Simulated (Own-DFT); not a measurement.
# Computed records: Hf36O71 (tetragonal hafnia with one neutral oxygen vacancy, atoms displaced)

All values are calculated (Own-DFT development build). A calculation, not a measurement: plane-wave PBE and HSE06 DFT by an unreviewed code, no spin, of a simulated cell at Gamma alone, so results move with cell size and shape, stress positive in tension, energies less offsets, not probed for a lower state with spin; hafnium file: forces about 75 meV/angstrom off all-electron values; oxygen file: force components 24 meV/angstrom off all-electron in a glass; k mesh not checked against a denser one; forces and stress are PBE's, HSE06 gives the energy alone, and its difference from PBE has offsets of its own; offsets are fitted by least squares, one for each functional and potential file, so energies compare only between cells with the same atoms and settings and are not formation energies; the far tail of each file's local potential was reset to the Coulomb form; each entry is a single point on an unrelaxed cell, so the pressure reflects the starting lattice, taken from the Materials Project, from which strain is counted, and rises with the displacements; printed positions are rounded, which can move forces by about a meV/angstrom; the program is a retired in-house code; no spin-orbit coupling.

Settings shared by all entries: first functional PBE; second functional HSE06; exact exchange share 0.25; screening 0.11 1/bohr; exchange divergence Gygi-Baldereschi; potential files PseudoDojo norm-conserving, scalar-relativistic, made for PBE, standard set; wave cutoff 48 hartree; occupations fixed; k mesh 1 x 1 x 1 centred on Gamma.

(1) Hf36O71 (tetragonal hafnia with one neutral oxygen vacancy, atoms displaced)

```
Hf36O71
1.0
     10.7800     0.0000     0.0000
      0.0000    10.7800     0.0000
      0.0000     0.0000    10.4493
Hf O Hf O Hf O Hf O Hf O Hf O Hf O Hf O Hf O Hf O Hf O Hf O Hf O Hf O Hf O Hf O Hf O Hf O
2 4 2 4 2 4 2 4 2 4 2 4 2 4 2 4 2 3 2 4 2 4 2 4 2 4 2 4 2 4 2 4 2 4 2 4
Direct
  0.01631 0.00128 0.98897
  0.16529 0.17190 0.25253
  0.99860 0.14068 0.14497
  0.16780 0.01263 0.34472
  0.00482 0.16675 0.41459
  0.15633 0.98790 0.11223
  0.99557 0.99114 0.50250
  0.15930 0.16011 0.75114
  0.00388 0.18128 0.66464
  0.15542 0.00530 0.84159
  0.00955 0.17343 0.90842
  0.16554 0.00833 0.60099
  0.00337 0.33370 0.01004
  0.16329 0.50248 0.24390
  0.00164 0.49897 0.15353
  0.15920 0.33345 0.34565
  0.00374 0.50214 0.41591
  0.16946 0.32724 0.10576
  0.00813 0.33691 0.50077
  0.16643 0.49180 0.75255
  0.00123 0.49608 0.65404
  0.16387 0.33663 0.85241
  0.01393 0.49363 0.90378
  0.17899 0.33540 0.59523
  0.00117 0.67115 0.01294
  0.16260 0.83485 0.25669
  0.01045 0.84567 0.16372
  0.17541 0.66489 0.34510
  0.99087 0.83350 0.40304
  0.16587 0.66754 0.10282
  0.00793 0.66544 0.50715
  0.18507 0.84211 0.74658
  0.99894 0.83707 0.64763
  0.16974 0.66438 0.84674
  0.99248 0.84545 0.90769
  0.16730 0.67109 0.60427
  0.33054 0.99731 0.99981
  0.49541 0.17320 0.25128
  0.33205 0.16418 0.15196
  0.50067 0.00160 0.35137
  0.32637 0.14653 0.41140
  0.51044 0.00392 0.09632
  0.33473 0.98968 0.49978
  0.50141 0.17314 0.74193
  0.32955 0.16538 0.63410
  0.49821 0.99279 0.83808
  0.33288 0.16609 0.89977
  0.49838 0.99312 0.61286
  0.33968 0.34772 0.00051
  0.49728 0.49017 0.25813
  0.33632 0.49750 0.15601
  0.50800 0.34566 0.35972
  0.34089 0.51093 0.40939
  0.34095 0.34073 0.50378
  0.50066 0.49998 0.76142
  0.33820 0.49591 0.65890
  0.50050 0.32991 0.84944
  0.34602 0.49459 0.90416
  0.50379 0.33563 0.59360
  0.33392 0.66475 0.99257
  0.50095 0.83097 0.25113
  0.33025 0.83252 0.16643
  0.51084 0.65530 0.34656
  0.32968 0.83675 0.39379
  0.50713 0.67849 0.09583
  0.34225 0.65923 0.50223
  0.49954 0.81942 0.75133
  0.34031 0.84423 0.64320
  0.50270 0.66878 0.85503
  0.33294 0.83952 0.89671
  0.47209 0.66819 0.60085
  0.67146 0.99970 0.00276
  0.83747 0.15237 0.25511
  0.66579 0.16625 0.15010
  0.84152 0.00557 0.35485
  0.67265 0.16080 0.40385
  0.82954 0.00044 0.10951
  0.66322 0.99559 0.49424
  0.82702 0.16296 0.75496
  0.65871 0.15588 0.65759
  0.83234 0.97939 0.84966
  0.66658 0.16247 0.88994
  0.83280 0.00538 0.60500
  0.65363 0.33520 0.98455
  0.83332 0.50607 0.24173
  0.65194 0.50212 0.16499
  0.82609 0.33737 0.35149
  0.66647 0.51207 0.39900
  0.84078 0.33307 0.09010
  0.64188 0.33255 0.50422
  0.83543 0.49977 0.74956
  0.67604 0.50091 0.64983
  0.84533 0.33724 0.84927
  0.66923 0.49305 0.89434
  0.82849 0.33197 0.60898
  0.66794 0.66176 0.99779
  0.83724 0.84596 0.24738
  0.65502 0.83670 0.15193
  0.85009 0.67750 0.33999
  0.66045 0.82914 0.40369
  0.84383 0.65385 0.08916
  0.68181 0.67075 0.49081
  0.84024 0.83034 0.73889
  0.66599 0.83721 0.65768
  0.82385 0.67085 0.85157
  0.67519 0.83994 0.88816
  0.82428 0.66389 0.58571
```

The calculation gives: PBE energy of cell above offsets -85.285 eV; HSE06 less PBE above offsets 0.704 eV; PBE pressure 5.46 GPa; PBE stress xx -5.77 GPa; PBE stress yy -4.7 GPa; PBE stress zz -5.91 GPa; PBE stress yz 0.93 GPa; PBE stress xz -0.92 GPa; PBE stress xy 0.17 GPa.

Force:
```
element  x (eV/Å)  y (eV/Å)  z (eV/Å)
     Hf    -2.104      1.89     2.299
     Hf     -0.44    -1.303    -0.365
      O      0.23     2.088     1.936
      O    -0.997    -2.984       0.9
      O    -0.584    -0.008    -0.743
      O     3.556     0.636    -2.726
     Hf     1.042     1.827     0.412
     Hf     2.143     3.312    -1.152
      O    -1.546     -0.33    -0.619
      O     0.882    -2.384      1.93
      O    -0.405    -1.111    -0.651
      O    -0.541    -1.356      0.07
     Hf    -0.057    -0.115     -1.92
     Hf     0.381     0.027     1.475
      O     0.231     0.248     0.086
      O     0.776     1.428     0.658
      O     0.156      0.57    -1.563
      O     0.557     0.758    -0.453
     Hf    -2.055    -1.334     1.133
     Hf    -1.387     0.391    -0.093
      O     0.326     0.673     0.033
      O     1.366    -0.668    -0.377
      O    -0.604     2.312     0.797
      O    -1.018      0.96     0.093
     Hf     2.027     0.007    -3.809
     Hf     2.699     1.177     1.244
      O    -4.223     -1.84    -1.653
      O    -1.368    -0.456     0.406
      O     1.041    -0.094     0.251
      O     0.987    -0.439    -0.597
     Hf    -0.333      0.16    -0.841
     Hf    -1.576    -1.633    -0.895
      O     1.859    -0.423    -0.149
      O     1.092     0.797     0.377
      O     0.973    -4.415    -0.343
      O     0.864     0.086    -0.297
     Hf      1.87     2.099     1.304
     Hf      0.78    -2.589     -0.56
      O     0.917     0.257     0.432
      O     0.633    -0.041    -0.351
      O     1.312     5.362    -2.527
      O    -2.895      0.02     0.015
     Hf     0.619     0.767     0.926
     Hf    -2.889    -4.948     0.783
      O     1.412      1.14     2.599
      O    -0.577      0.94     1.199
      O    -0.034     0.059     0.835
      O     0.853     0.629    -3.043
     Hf    -1.467    -4.889     1.807
     Hf     0.102     4.001    -0.973
      O    -0.489    -0.286    -1.189
      O    -1.147    -4.062     0.143
      O    -0.297    -4.294    -1.463
     Hf    -3.138    -2.261    -0.104
     Hf     0.955     0.787    -1.957
      O     0.236    -0.631     0.129
      O     0.186     1.099     0.378
      O     0.083     2.774    -1.032
      O    -5.048     0.061     4.895
     Hf     -0.21     1.489     1.985
     Hf    -1.398    -0.499     0.555
      O     0.685     0.072    -2.499
      O    -1.358     2.383    -0.065
      O     0.443    -1.568     1.252
      O    -1.985    -0.489    -0.997
     Hf    -6.252     3.574    -3.387
     Hf     1.964     4.931    -1.207
      O    -1.775    -0.724      1.39
      O    -0.266    -2.411     0.537
      O    -0.835     -1.63     0.128
      O     8.167     0.086     4.448
     Hf    -0.225    -0.874    -1.398
     Hf     -0.37     4.595    -1.623
      O    -0.555     1.082     0.484
      O    -0.521    -2.871     1.165
      O    -0.987     0.919     0.208
      O     0.077    -0.822    -0.414
     Hf    -1.539     0.613     2.562
     Hf     0.847     0.689    -0.632
      O     1.248     1.033    -1.605
      O     0.505      4.16    -0.075
      O     0.315     1.141     1.217
      O     0.089    -0.097    -0.892
     Hf     2.261    -2.543     2.595
     Hf    -1.301    -2.154     2.274
      O     2.656     -0.29    -2.774
      O     1.002     0.098    -1.507
      O     0.667    -1.919     0.722
      O    -2.281     0.709     0.872
     Hf     11.61     0.617      -3.6
     Hf     0.589    -1.533     0.176
      O    -3.183     0.214     0.464
      O    -0.948    -0.635    -0.155
      O    -0.781     1.366     0.582
      O     -0.27    -0.426    -0.963
     Hf     0.362     2.284    -0.453
     Hf    -0.011    -0.249    -0.186
      O     3.674    -0.419    -0.361
      O    -1.381    -1.266    -0.486
      O     0.707     1.663    -1.153
      O    -3.332     0.278     1.653
     Hf    -3.878    -1.445    -0.741
     Hf    -2.466     0.396     2.396
      O     0.079    -1.153    -1.642
      O      0.89    -1.179    -1.076
      O    -1.643    -2.014     2.666
      O     4.986     0.356     2.452
```

(2) Hf36O71 (tetragonal hafnia with one neutral oxygen vacancy, atoms displaced)

```
Hf36O71
1.0
     10.7800     0.0000     0.0000
      0.0000    10.7800     0.0000
      0.0000     0.0000    10.4493
Hf O Hf O Hf O Hf O Hf O Hf O Hf O Hf O Hf O Hf O Hf O Hf O Hf O Hf O Hf O Hf O Hf O Hf O
2 4 2 4 2 4 2 4 2 4 2 4 2 4 2 4 2 4 2 4 2 4 2 4 2 4 2 4 2 4 2 4 2 4 2 3
Direct
  0.00881 0.99627 0.99564
  0.16938 0.14914 0.25873
  0.98510 0.15999 0.15748
  0.15954 0.99538 0.35943
  0.99443 0.18180 0.40519
  0.17393 0.00267 0.10475
  0.99707 0.98532 0.50029
  0.15216 0.16506 0.75128
  0.00557 0.16365 0.64516
  0.16686 0.99617 0.83758
  0.01204 0.17278 0.89945
  0.18438 0.98987 0.58616
  0.99568 0.33527 0.99952
  0.16166 0.51288 0.23773
  0.00385 0.50203 0.14493
  0.16798 0.32601 0.35075
  0.00377 0.50138 0.39472
  0.16930 0.34095 0.09648
  0.00145 0.31502 0.49933
  0.16290 0.48797 0.74916
  0.00528 0.49895 0.64771
  0.16787 0.33156 0.84103
  0.98994 0.50360 0.90280
  0.16950 0.32566 0.59391
  0.00300 0.66230 0.00444
  0.16468 0.83344 0.24446
  0.99553 0.82357 0.16485
  0.16841 0.65479 0.35442
  0.99830 0.83174 0.39728
  0.16356 0.66680 0.08199
  0.99995 0.68403 0.49047
  0.17546 0.82318 0.73957
  0.00230 0.83464 0.65241
  0.15848 0.68592 0.84986
  0.00228 0.83025 0.90971
  0.14369 0.67549 0.61236
  0.32802 0.01088 0.99438
  0.49743 0.16061 0.24975
  0.33052 0.18260 0.16483
  0.50503 0.00700 0.34087
  0.33601 0.16744 0.40688
  0.51358 0.01206 0.09132
  0.32199 0.99443 0.49221
  0.49912 0.16748 0.74910
  0.33426 0.16002 0.65677
  0.48560 0.00487 0.85188
  0.31886 0.16097 0.90554
  0.50113 0.00435 0.59635
  0.33741 0.32308 0.98530
  0.49941 0.49050 0.24371
  0.34317 0.49562 0.15743
  0.49745 0.33124 0.33963
  0.33259 0.49437 0.41064
  0.48715 0.32299 0.08254
  0.34313 0.33743 0.48858
  0.49825 0.49083 0.76556
  0.32943 0.49170 0.64864
  0.52137 0.34300 0.84299
  0.33622 0.50045 0.90406
  0.50529 0.33336 0.60016
  0.34728 0.67418 0.00145
  0.49345 0.82661 0.25026
  0.33745 0.82484 0.15992
  0.49465 0.66375 0.35993
  0.33383 0.83822 0.39739
  0.49367 0.66983 0.10842
  0.32912 0.67389 0.48460
  0.50651 0.83433 0.75602
  0.33596 0.84788 0.64911
  0.50730 0.66439 0.85017
  0.32572 0.82725 0.89786
  0.49752 0.66216 0.59147
  0.66347 0.98601 0.99544
  0.83741 0.17482 0.24842
  0.66121 0.16434 0.12850
  0.83375 0.99658 0.34601
  0.66046 0.16932 0.39482
  0.82571 0.00263 0.11211
  0.66049 0.00750 0.50120
  0.83539 0.16144 0.74779
  0.67298 0.18002 0.65242
  0.83973 0.99944 0.83623
  0.66862 0.17179 0.88694
  0.83324 0.01002 0.59479
  0.68417 0.34146 0.99001
  0.83901 0.50003 0.23746
  0.66724 0.49859 0.14856
  0.84782 0.32956 0.34756
  0.65716 0.51244 0.38619
  0.82883 0.31969 0.09943
  0.67365 0.34684 0.49602
  0.82059 0.50073 0.76165
  0.67172 0.49497 0.65970
  0.83801 0.32711 0.84844
  0.67080 0.50980 0.89769
  0.82571 0.33047 0.60041
  0.66301 0.65677 0.99946
  0.83354 0.84806 0.24004
  0.66697 0.83714 0.15424
  0.83399 0.65965 0.34245
  0.65222 0.82855 0.40796
  0.82971 0.67000 0.10650
  0.66135 0.67888 0.50362
  0.83915 0.83330 0.74494
  0.65194 0.84428 0.64921
  0.83067 0.67765 0.84975
  0.83882 0.67484 0.59672
```

Results for Hf36O71 (tetragonal hafnia with one neutral oxygen vacancy, atoms displaced): PBE energy of cell above offsets -84.401 eV; HSE06 less PBE above offsets 0.770 eV; PBE pressure 6.21 GPa; PBE stress xx -4.56 GPa; PBE stress yy -8.05 GPa; PBE stress zz -6.02 GPa; PBE stress yz 1.21 GPa; PBE stress xz -0.64 GPa; PBE stress xy 0.27 GPa.

Force:
```
element  x (eV/Å)  y (eV/Å)  z (eV/Å)
     Hf    -1.555      0.45    -0.336
     Hf    -0.209     5.482    -0.004
      O     4.921    -0.408    -1.788
      O    -0.294    -1.082     -1.39
      O     0.205    -9.213    -3.775
      O    -1.416    -0.815     0.202
     Hf     0.016     2.617     0.887
     Hf     3.622     0.839    -1.555
      O    -1.486    -0.748     0.018
      O    -0.693     0.043     1.611
      O    -0.592    -1.558     0.764
      O    -7.255     0.445      2.68
     Hf     2.159     0.155     0.484
     Hf     1.481    -4.799     1.665
      O    -1.352     -0.15    -1.102
      O    -0.022    -0.023    -1.512
      O     0.039     0.267    -0.346
      O    -1.022    -0.263    -1.551
     Hf     1.088     8.859     3.175
     Hf    -0.115     2.385    -2.608
      O    -1.336    -0.669     1.706
      O    -0.237    -0.437     1.243
      O     0.196    -0.936      0.28
      O     0.088    -0.198     0.587
     Hf    -2.118     0.861    -2.029
     Hf      0.44    -0.744     0.794
      O     2.811     0.646    -1.941
      O     0.556      3.87    -0.631
      O     0.583     2.272    -1.455
      O     2.591     0.077     3.043
     Hf    -1.411    -7.206     1.979
     Hf     0.102     1.069     0.389
      O    -0.828     2.235    -1.048
      O    -0.063    -4.367     0.816
      O    -1.036     1.669     0.533
      O     3.281     0.033    -2.132
     Hf     2.717    -3.151    -0.052
     Hf     2.236     1.798    -1.506
      O        -1    -1.934    -1.316
      O    -0.355     -3.04     0.448
      O    -0.558    -1.772    -1.025
      O    -4.023    -1.096     0.141
     Hf     6.063     2.841     0.779
     Hf     1.195    -0.151    -2.447
      O    -0.357     0.376     1.207
      O     0.775    -0.814    -0.258
      O      0.48      1.28    -1.295
      O    -0.133     0.674     0.007
     Hf    -2.142     2.926     3.105
     Hf      0.95     0.547     1.852
      O    -2.717     1.228    -0.653
      O     0.013     0.099     0.385
      O      0.08     3.029     -1.89
      O     2.931     1.003     0.257
     Hf    -1.502    -1.353     2.747
     Hf    -2.072     3.917     -5.73
      O      0.18     0.466     1.486
      O    -0.943    -4.367     2.174
      O     0.319       0.3    -0.105
      O     0.049     0.213    -0.671
     Hf    -2.344    -1.282    -1.417
     Hf     3.341     0.268     1.908
      O    -2.531     0.468    -1.542
      O    -1.315     0.711    -1.946
      O    -0.479    -1.086    -1.557
      O     2.589    -0.052    -0.279
     Hf     1.442    -2.818     2.698
     Hf    -2.184      0.33    -0.518
      O     1.412     -1.76    -0.222
      O     0.057     0.641     1.022
      O     1.085     1.535     0.993
      O     -0.68     0.524     1.147
     Hf     0.819     2.291     0.741
     Hf    -4.467    -1.664     0.886
      O     0.984     1.335      2.05
      O     0.661      1.22     1.655
      O     0.655      0.62      0.61
      O     1.328    -1.242    -2.935
     Hf     -0.48     0.479    -0.779
     Hf    -1.966     1.299    -1.315
      O    -1.117    -1.679    -0.436
      O     0.197    -0.781     1.881
      O     0.383    -1.222     0.929
      O     0.069    -0.847    -0.201
     Hf    -3.542    -4.247     0.739
     Hf    -0.268     1.513     3.849
      O    -0.188    -0.525    -1.888
      O    -1.737     2.254    -0.301
      O     0.774    -1.537     1.826
      O     1.993     1.642    -0.008
     Hf    -1.111     -0.75     0.076
     Hf     3.901     0.487    -2.822
      O    -1.331     0.533    -0.797
      O    -0.182     1.415     1.027
      O     0.707    -1.969    -0.228
      O     1.873     0.189    -0.208
     Hf     0.791     3.804     1.967
     Hf    -2.446    -2.303     1.278
      O    -1.381    -0.269    -0.927
      O     0.236      1.41     0.035
      O     0.498     2.445    -0.982
      O     0.074    -0.922    -1.951
     Hf     0.414    -2.648    -0.433
     Hf    -0.968     -0.86    -0.231
      O      3.24    -0.695     0.727
      O    -0.863    -0.666     0.272
      O    -1.265     0.731      0.31
```
